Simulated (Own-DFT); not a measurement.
# Strain and stress in wurtzite AlGaN with randomly placed atoms, 72 atoms (Al27Ga9N36)

Calculated results; nothing here was measured. They come from Own-DFT, an in-house plane-wave density functional program, since retired, whose code no person has reviewed. Each row is one single-point run on a periodic cell that was not relaxed, without spin or spin-orbit coupling.

Settings of every run: PBE; PseudoDojo norm-conserving scalar-relativistic files; cutoff 42 hartree; 4 x 4 x 3 k mesh centred on Gamma; Fermi-Dirac smearing of 0.1 eV.

Known limits: forces on such cells passed a denser k mesh, each cell not checked; stress not checked against mesh or cutoff.

Unstrained cell vectors in Å: (9.394, 0.000, 0.000); (-4.697, 8.135, 0.000); (0.000, 0.000, 10.066). The unstrained cell has measured lattice constants (interpolated for alloys), not those of this functional. That, the random moves and any unrelaxed bonds set the pressure at no strain. Each run strains this cell uniformly, with the atoms carried along. Every atom was also moved at random, by a Gaussian of width 0.05 Å on each axis. The random placing of the alloy's atoms differs from row to row. Strain is the symmetric tensor, in per cent. Stress is positive in tension, and the pressure is minus a third of its trace.

| run | e_xx (%) | e_yy (%) | e_zz (%) | s_xx (GPa) | s_yy (GPa) | s_zz (GPa) | P (GPa) | E (meV/atom) |
|---|---|---|---|---|---|---|---|---|
| 1 | -1.50 | -1.50 | 0.00 | -14.11 | -15.92 | -8.73 | 12.92 | 18.3 |
| 2 | 1.00 | 1.00 | 0.00 | 0.07 | -1.77 | -5.92 | 2.54 | 0.0 |
| 3 | -2.00 | -2.00 | 0.00 | -17.33 | -19.72 | -10.70 | 15.92 | 39.1 |
| 4 | 2.50 | 2.50 | 0.00 | 4.85 | 5.77 | -2.70 | -2.64 | 21.0 |
| 5 | -1.75 | -1.75 | 0.00 | -17.03 | -16.34 | -10.34 | 14.57 | 27.8 |
| 6 | 2.25 | 2.25 | 0.00 | 7.02 | 4.29 | -4.70 | -2.20 | 0.7 |
| 7 | -3.00 | -3.00 | 0.00 | -24.85 | -26.34 | -12.89 | 21.36 | 69.6 |
| 8 | -2.25 | -2.25 | 0.00 | -22.09 | -21.09 | -7.99 | 17.06 | 37.5 |
| 9 | 0.50 | 0.50 | 0.00 | ? | ? | ? | ? | ? |

E is the free energy for each atom above the lowest run shown.

## Worked fit

The change of volume is close to e_xx + e_yy + e_zz. A straight line through the runs shown gives P = 7.49 - 215 x (fractional change of volume) GPa, with an error of 7 on the slope and a scatter of 0.76 GPa. The strain isn't the same on all axes and the cell isn't cubic, so the slope belongs to this path and is not the bulk modulus.

## Withheld run

Question: what pressure should run 9 give? Its volume changes by 1.00 %.

The line gives 5.3 GPa. The calculation gave 4.96 GPa.
